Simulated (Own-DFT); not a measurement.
# One host, several defects: wurtzite GaN

The numbers are computed, not measured, by runs of the plane-wave DFT program Own-DFT (in-house, retired, unreviewed) at fixed positions, with no spin and no spin-orbit coupling.

All runs used: PBE; PseudoDojo norm-conserving scalar-relativistic files; cutoff 42 hartree; 4 x 4 x 3 k mesh centred on Gamma; Fermi-Dirac smearing of 0.1 eV.

Limits (not all hold for every row): not probed for a lower state with spin; forces not confirmed at this smearing and k mesh; stress not checked against mesh or cutoff.

All runs share one cell, with vectors in Å (9.567, 0.000, 0.000); (-4.784, 8.285, 0.000); (0.000, 0.000, 10.370) and a volume of 822.0 Å³. Atoms were moved at random from their sites; u is the rms move along one axis. The defect's site can differ from row to row.

```
               cell  formula   u (Å)  P (GPa)
          no defect  Ga36N36  0.0189     5.89
          no defect  Ga36N36  0.0464     7.19
          no defect  Ga36N36  0.0502     7.59
 one N on a Ga site  Ga35N37  0.0294     5.35
 one N on a Ga site  Ga35N37  0.0296     5.42
 one N on a Ga site  Ga35N37  0.0505     6.78
one Ga on an N site  Ga37N35  0.0308    12.03
one Ga on an N site  Ga37N35  0.0308    12.22
one Ga on an N site  Ga37N35  0.0425    12.39
one Ga on an N site  Ga37N35  0.0502        ?
```

## Working it out

P = P0 + c u² + a shift for each defect gives P0 = 5.64 GPa, c = 746 ± 74 GPa/Å² and a scatter of 0.17 GPa. The shifts, and each times the cell's volume:

- one Ga on an N site: 5.65 ± 0.14 GPa, 29.0 eV
- one N on a Ga site: -0.86 ± 0.14 GPa, -4.4 eV

Against the defect-free cell, a freed cell would be larger where the shift is positive and smaller where it is negative (160.2 GPa Å³ is 1 eV). The atoms around the defects weren't relaxed, which would change these numbers.

## The run left out

Q: what pressure belongs in the blank (one Ga on an N site, u = 0.0502 Å)?

The fit gives 13.17 ± 0.21 GPa. The hidden result is 13.36 GPa.
